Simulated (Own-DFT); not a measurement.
# What a change of functional does to the pressure

Calculated results; nothing here was measured. They come from Own-DFT, an in-house plane-wave density functional program, since retired, whose code no person has reviewed. Each row is one single-point run on a periodic cell that was not relaxed, without spin or spin-orbit coupling.

Known limits, some of them of some rows only: forces on such cells failed a check on a denser k mesh; forces on such cells passed a denser k mesh, each cell not checked; stress not checked against mesh or cutoff.

Each cell was run twice at the same cutoff, k mesh and smearing, with PBE and with PBEsol, on PseudoDojo norm-conserving files made for PBE. Atoms were moved at random from their sites; u is the rms move along one axis. Files made for PBEsol would give a somewhat different change.

```
                                                       cell  atoms  volume (Å³/atom)  u (Å)  cutoff (hartree)  P with PBE (GPa)  P with PBEsol (GPa)  change (GPa)
                                     D0_22 TiAl3 (Al30Ti10)     40             15.63  0.023                42              2.03                 0.13         -1.90
                                     D0_22 TiAl3 (Al30Ti10)     40             15.63  0.055                42              2.68                 0.78         -1.91
                                     D0_22 TiAl3 (Al30Ti10)     40             15.65  0.051                42              2.86                 0.96         -1.91
diamond-structure SiGe with randomly placed atoms (Ge8Si56)     64             20.34  0.000                42              2.03                 0.53         -1.50
diamond-structure SiGe with randomly placed atoms (Ge8Si56)     64             20.34  0.028                42              2.20                 0.69         -1.50
diamond-structure SiGe with randomly placed atoms (Ge8Si56)     64             20.34  0.032                42              2.30                 0.80         -1.51
     wurtzite AlGaN with randomly placed atoms (Al27Ga9N36)     72             10.21  0.053                42             18.09                14.76         -3.33
     wurtzite AlGaN with randomly placed atoms (Al27Ga9N36)     72             10.10  0.055                42             20.69                17.34         -3.35
     wurtzite AlGaN with randomly placed atoms (Al27Ga9N36)     72             10.68  0.029                42              5.26                    ?             ?
 zincblende InGaAs with randomly placed atoms (As32Ga24In8)     64             23.63  0.053                42              5.65                 2.59         -3.06
 zincblende InGaAs with randomly placed atoms (As32Ga24In8)     64             23.90  0.050                42              4.67                 1.67         -3.00
 zincblende InGaAs with randomly placed atoms (As32Ga24In8)     64             22.99  0.050                42              7.82                 4.59         -3.22
```

## Worked reading

Mean change of pressure by composition, in GPa: Al3GaN4, -3.34; As4Ga3In, -3.09; Al3Ti, -1.91; GeSi7, -1.50. At a fixed cell PBEsol gives the lower pressure, because it favours a smaller volume than PBE. Here the change varies more between materials than between cells of one material.

## Withheld value

Question: what PBEsol pressure should the Al27Ga9N36 cell with the blank give?

Adding the mean change of the cells with its composition, -3.34 GPa, to 5.26 gives 1.9 GPa. The calculation gave 2.13 GPa.
